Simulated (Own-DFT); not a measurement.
Simulation results for TiO2 (rutile, atoms displaced)

All values are calculated (Own-DFT development build). A calculation, not a measurement: plane-wave PBE density functional theory by an unreviewed code, no spin, of a simulated periodic cell, stress positive in tension, free energy of the whole cell less one offset for each atom, some atoms lie very close together; oxygen file: force components 24 meV/angstrom off all-electron in one glass; forces on such cells passed a denser k mesh, this cell's mesh not checked; offsets are fitted by least squares, one for each functional and potential file, so energies compare only between cells with the same atoms and settings and are not formation energies; the far tail of each file's local potential was reset to the Coulomb form; each entry is a single point on an unrelaxed cell, so the pressure reflects the starting lattice, mostly measured values (interpolated for alloys), from which strain is counted, and rises with the displacements; printed positions are rounded, which can move forces by about a meV/angstrom; the program, named Own-DFT, is a retired in-house code; no spin-orbit coupling; before rounding, a Quantum ESPRESSO 7.3.1 run of the same cell and cutoff gave forces within 1 meV/angstrom rms on each cell, which checks the program and not the settings.

Common to all runs: functional PBE; potential files PseudoDojo norm-conserving, scalar-relativistic, standard set; wave cutoff 72 hartree; occupations Fermi-Dirac; smearing width 0.1 eV; k mesh 3 x 3 x 3 centred on Gamma.

(1) TiO2 (rutile, atoms displaced)

```xyz
72
Lattice="9.1874 0.0000 0.0000 0.0000 9.1874 0.0000 0.0000 0.0000 8.8761" Properties=species:S:1:pos:R:3 TiO2
Ti     0.1525     9.1298     0.1289
Ti     2.1993     2.4198     1.5354
O      1.4403     1.3766     0.1377
O      3.2465     3.0278     0.2700
O      3.8050     0.7290     1.3521
O      1.1596     3.7168     1.5205
Ti     9.1369     9.0654     2.9181
Ti     2.3487     2.3197     4.3294
O      1.5061     1.3444     2.9671
O      2.9433     3.1385     3.0010
O      3.6945     0.8090     4.4068
O      0.9214     3.5060     4.3191
Ti     8.9932     0.0002     6.0642
Ti     2.5059     2.6096     7.3320
O      1.3223     1.4667     5.9275
O      3.2009     3.3350     5.7908
O      3.6578     0.9213     7.4765
O      1.1928     3.6457     7.3122
Ti     0.0272     4.7913     8.8323
Ti     2.3386     6.8365     1.4622
O      1.1877     5.8876     0.0396
O      3.2868     7.7734     0.0065
O      3.5972     5.4971     1.3977
O      0.9095     8.4121     1.4864
Ti     0.0355     4.6479     2.8713
Ti     2.3439     6.8621     4.4192
O      1.4780     6.0771     2.8815
O      3.2663     7.7634     3.1458
O      3.6728     5.4827     4.5455
O      0.8036     8.1489     4.6331
Ti     9.0635     4.4779     5.9694
Ti     2.5645     7.1665     7.4046
O      1.6439     5.9902     5.8646
O      3.2258     7.7038     5.8280
O      3.7407     5.6714     7.1759
O      0.7745     8.4878     7.3712
Ti     4.4675     9.1274     8.8374
Ti     7.0600     2.2121     1.6753
O      6.0479     1.5536     8.7894
O      7.7825     3.0780     8.6579
O      8.4015     0.9555     1.3610
O      5.3979     3.8796     1.2170
Ti     4.7070     8.9560     3.1136
Ti     6.8914     2.3673     4.2255
O      5.9703     1.2258     2.9024
O      7.9555     2.9525     2.8396
O      8.2435     0.8791     4.6390
O      5.6428     3.8194     4.4758
Ti     4.6286     0.0599     5.8535
Ti     6.7596     2.3830     7.2754
O      6.0221     1.2681     6.0698
O      7.6592     3.0711     5.9634
O      8.2151     0.8495     7.4701
O      5.4304     3.6907     7.3925
Ti     4.6666     4.7130     8.8436
Ti     6.9764     6.9067     1.5699
O      5.8710     5.8779     8.8256
O      7.7697     7.6401     8.7719
O      8.3057     5.4662     1.4989
O      5.4670     8.3770     1.5595
Ti     4.7212     4.6647     2.9584
Ti     6.8473     6.8828     4.3396
O      6.0937     5.9301     2.9539
O      7.8662     7.8290     2.9946
O      8.2579     5.5285     4.4178
O      5.4195     8.4028     4.3003
Ti     4.5680     4.4462     6.1288
Ti     6.9326     6.8681     7.4171
O      6.1568     5.7837     5.9050
O      7.7656     8.0787     5.7622
O      8.1101     5.3385     7.4589
O      5.3395     8.2708     7.5935
```

- free energy of cell above offsets: 7.451 eV
- pressure: 20.25 GPa
- stress xx: -19.37 GPa
- stress yy: -18.19 GPa
- stress zz: -23.2 GPa
- stress yz: 1.6 GPa
- stress xz: -2.12 GPa
- stress xy: -2.12 GPa

Force:
```
element  x (eV/Å)  y (eV/Å)  z (eV/Å)
     Ti    -0.347     4.504    -6.445
     Ti     1.984    -7.076    -1.952
      O    -1.271    -0.996    -1.106
      O     1.844     2.428    -4.386
      O    -1.899     1.881     2.512
      O    -6.596      5.87    -0.021
     Ti     3.756     3.693      4.44
     Ti     -2.57    -4.675     3.675
      O    -2.143    -2.222     0.567
      O     6.361     4.867    -0.973
      O     0.462     0.801     1.514
      O    -3.372     3.675     0.591
     Ti     4.061     4.963    -0.369
     Ti     0.784    -6.165     2.014
      O      1.69     0.818     0.399
      O     0.403    -1.037     0.005
      O    -0.048    -0.077    -2.484
      O    -5.603     4.579     0.318
     Ti    -3.829    -7.096     0.111
     Ti     0.854     0.314     1.856
      O      5.83     5.864    -0.054
      O     -2.68    -2.537     2.049
      O     -0.24     0.776     1.053
      O     2.342    -3.829     2.789
     Ti     2.782    -0.983     2.715
     Ti    -2.525    -0.452     1.637
      O    -2.121    -1.532    -0.628
      O    -0.415    -0.458    -3.326
      O     2.161    -0.979     -3.02
      O     0.406     0.536    -2.939
     Ti     1.444    -0.528    -1.811
     Ti    -2.811    -1.491    -4.955
      O    -3.217    -1.486     2.134
      O     1.882      2.73     1.451
      O    -0.025     -0.85     2.212
      O     4.387    -4.171     2.644
     Ti     1.718     5.956     2.413
     Ti    -4.268    -3.902    -12.12
      O     -1.29    -1.522     1.859
      O     1.969     2.295     2.729
      O    -1.566    -0.304     2.423
      O     2.737     -2.77     5.804
     Ti    -9.038     6.987     -13.8
     Ti     0.247      -2.8      5.03
      O     2.358     3.678     0.765
      O     2.767      4.41     3.996
      O    -1.544     2.789    -4.606
      O    -0.436    -1.275    -1.988
     Ti    -1.167     1.759     3.282
     Ti     0.972    -3.517      6.65
      O    -2.118    -1.429    -3.391
      O     3.944     3.707     -4.41
      O    -0.673     0.607     0.888
      O    -0.228    -0.488     1.828
     Ti    -4.548    -1.383    -0.622
     Ti    -1.622     2.161    -3.172
      O     4.146     4.514      0.19
      O     0.703     0.248     2.422
      O    -0.856      0.09     0.013
      O     3.738    -4.146    -1.054
     Ti    -2.554    -0.996     1.447
     Ti     1.204    -0.679     5.672
      O     -0.65      0.16    -1.037
      O    -2.372    -2.118    -0.809
      O      1.21     -1.07    -0.248
      O     9.042    -7.801     12.43
     Ti    -0.038     4.067    -5.616
     Ti    -2.749     0.968    -1.986
      O     0.238     2.667     -0.79
      O    -6.351    -7.151    -0.083
      O     1.524     0.102    -1.572
      O     3.827     -3.47     -4.75
```

(2) TiO2 (rutile, atoms displaced)

```xyz
72
Lattice="9.1874 0.0000 0.0000 0.0000 9.1874 0.0000 0.0000 0.0000 8.8761" Properties=species:S:1:pos:R:3 TiO2
Ti     9.1436     9.1121     8.7567
Ti     2.3840     2.1700     1.2960
O      1.2808     1.3563     0.1682
O      3.2164     2.9745     8.8312
O      3.7035     0.9263     1.6666
O      1.1321     3.6935     1.5324
Ti     0.1202     9.1862     3.0462
Ti     2.1445     2.3113     4.4186
O      1.2722     1.3610     2.8849
O      3.1907     3.4429     3.0863
O      3.7060     0.8996     4.5308
O      0.9422     3.7500     4.3402
Ti     0.1691     0.0883     5.7337
Ti     2.2341     2.0446     7.2574
O      1.4238     1.4892     6.1235
O      3.0604     3.0011     6.1532
O      3.6799     0.6930     7.5288
O      0.9132     3.6060     7.4534
Ti     9.0687     4.4675     0.0545
Ti     2.2301     6.8463     1.6251
O      1.1923     6.1700     8.5629
O      3.1346     7.8930     8.8174
O      3.8449     5.3415     1.6655
O      0.9633     8.3262     1.3758
Ti     0.0037     4.5452     2.7854
Ti     2.2680     7.0640     4.2723
O      1.5912     6.1645     2.8633
O      3.1525     7.7051     3.0865
O      3.8399     5.7708     4.3686
O      1.3506     8.3151     4.3378
Ti     0.1138     4.4395     5.9458
Ti     2.3267     6.9249     7.4663
O      1.3713     6.0620     5.8806
O      3.1506     7.8130     5.9426
O      3.5917     5.5965     7.4457
O      0.8299     8.5046     7.4774
Ti     4.7865     9.1176     0.0140
Ti     6.8800     2.3380     1.2511
O      6.0138     1.4860     8.8412
O      7.7809     3.0947     8.7560
O      8.0316     1.0541     1.4472
O      5.3115     3.6005     1.2761
Ti     4.8919     0.0844     3.0464
Ti     6.9526     2.3377     4.4373
O      6.0047     1.1877     2.8640
O      7.6892     3.2499     2.8762
O      8.4049     0.7793     4.5198
O      5.5356     3.4416     4.5005
Ti     4.4886     9.0235     5.8168
Ti     6.9730     2.4138     7.2944
O      6.0499     1.3373     5.9171
O      7.7966     2.9712     6.1297
O      8.4416     0.8230     7.5833
O      5.6047     3.7637     7.2336
Ti     4.7091     4.4682     8.7746
Ti     6.9715     6.9944     1.2368
O      6.1015     5.9519     8.8351
O      7.9563     7.6799     0.3525
O      8.2805     5.4385     1.7255
O      5.3273     8.3098     1.6429
Ti     4.4542     4.5441     2.8519
Ti     6.8501     7.2499     4.5232
O      5.8386     5.8943     2.9651
O      7.8029     7.5452     2.9952
O      8.3325     5.5771     4.3564
O      5.5774     8.1367     4.4417
Ti     4.7201     4.6927     6.0588
Ti     6.6870     7.0735     7.4567
O      6.0733     6.1592     5.8183
O      7.5563     7.6327     5.8862
O      8.2394     5.5623     7.4240
O      5.3601     8.2589     7.5320
```

- free energy of cell above offsets: 16.480 eV
- pressure: 26.62 GPa
- stress xx: -25.99 GPa
- stress yy: -22.41 GPa
- stress zz: -31.46 GPa
- stress yz: 5.57 GPa
- stress xz: 0.78 GPa
- stress xy: -1.4 GPa

Force:
```
element  x (eV/Å)  y (eV/Å)  z (eV/Å)
     Ti     2.389     0.735      6.47
     Ti     0.375    -0.213     0.871
      O     0.185     0.166    -0.785
      O     1.737     2.454    -0.612
      O     0.345    -0.173    -0.037
      O    -2.099     1.606    -1.063
     Ti    -0.315    -1.589     -5.54
     Ti     3.048     1.964    -1.782
      O     0.627     0.906     1.734
      O    -4.913    -6.057     2.112
      O    -0.333      -0.1     0.101
      O     0.375    -1.844     1.775
     Ti     1.337    -3.382     6.312
     Ti     7.882     4.052     15.33
      O    -10.09    -7.329    -13.22
      O     3.158     3.596    -4.181
      O     0.028     1.108    -1.471
      O    -1.499     0.951     0.604
     Ti     2.308     2.298    -3.177
     Ti     4.199      5.19    -9.264
      O    -0.736    -2.214     3.548
      O     1.207    -0.575     1.069
      O    -5.678     6.387    -9.691
      O    -0.227    -0.524     3.166
     Ti    -0.142    -1.172     5.581
     Ti     5.886    -12.41     7.753
      O    -7.014    -7.291     4.599
      O     4.885     3.772    -6.487
      O     0.574     -2.92     2.055
      O    -10.79     11.76     1.668
     Ti     0.688     5.812    -0.615
     Ti    -1.267     0.775    -0.458
      O    -1.055    -1.768     0.319
      O     1.347     1.057    -0.345
      O     3.397    -3.096    -0.477
      O     3.401    -3.521    -4.589
     Ti    -4.893     3.225     3.251
     Ti     0.045    -0.732      3.72
      O    -2.127    -2.299    -1.234
      O     2.131     2.924     0.972
      O     2.528    -2.562     1.118
      O     1.687    -0.809     0.742
     Ti    -7.511    -2.339    -0.302
     Ti    -2.817     1.118    -1.053
      O     5.506     6.032     0.927
      O     0.479    -0.736     0.927
      O    -2.358      1.71    -1.645
      O      0.39     0.602     0.932
     Ti    -1.541     2.141     1.917
     Ti    -6.761    -7.562     5.689
      O      0.35    -0.716    -0.026
      O     7.314     5.123      -9.7
      O    -5.221     4.496    -5.913
      O     0.246    -0.384     2.013
     Ti    -2.569     0.122     2.163
     Ti    -9.203    -7.093     14.65
      O    -1.176    -0.503    -0.255
      O     6.522     5.491    -9.416
      O     -1.69      1.86    -5.141
      O     2.555    -2.881    -3.302
     Ti     7.769      0.11     7.548
     Ti     6.091    -11.94    -8.808
      O     1.567     0.466      0.09
      O      1.78     3.165    -2.054
      O     1.302    -2.484     0.845
      O    -10.26     7.967    -0.028
     Ti    -2.684     3.565    -6.047
     Ti     2.747     -4.08    -3.942
      O    -3.569     -3.98     3.885
      O     7.571     6.128     8.421
      O     0.436    -1.947     0.613
      O     2.142    -1.606    -2.839
```
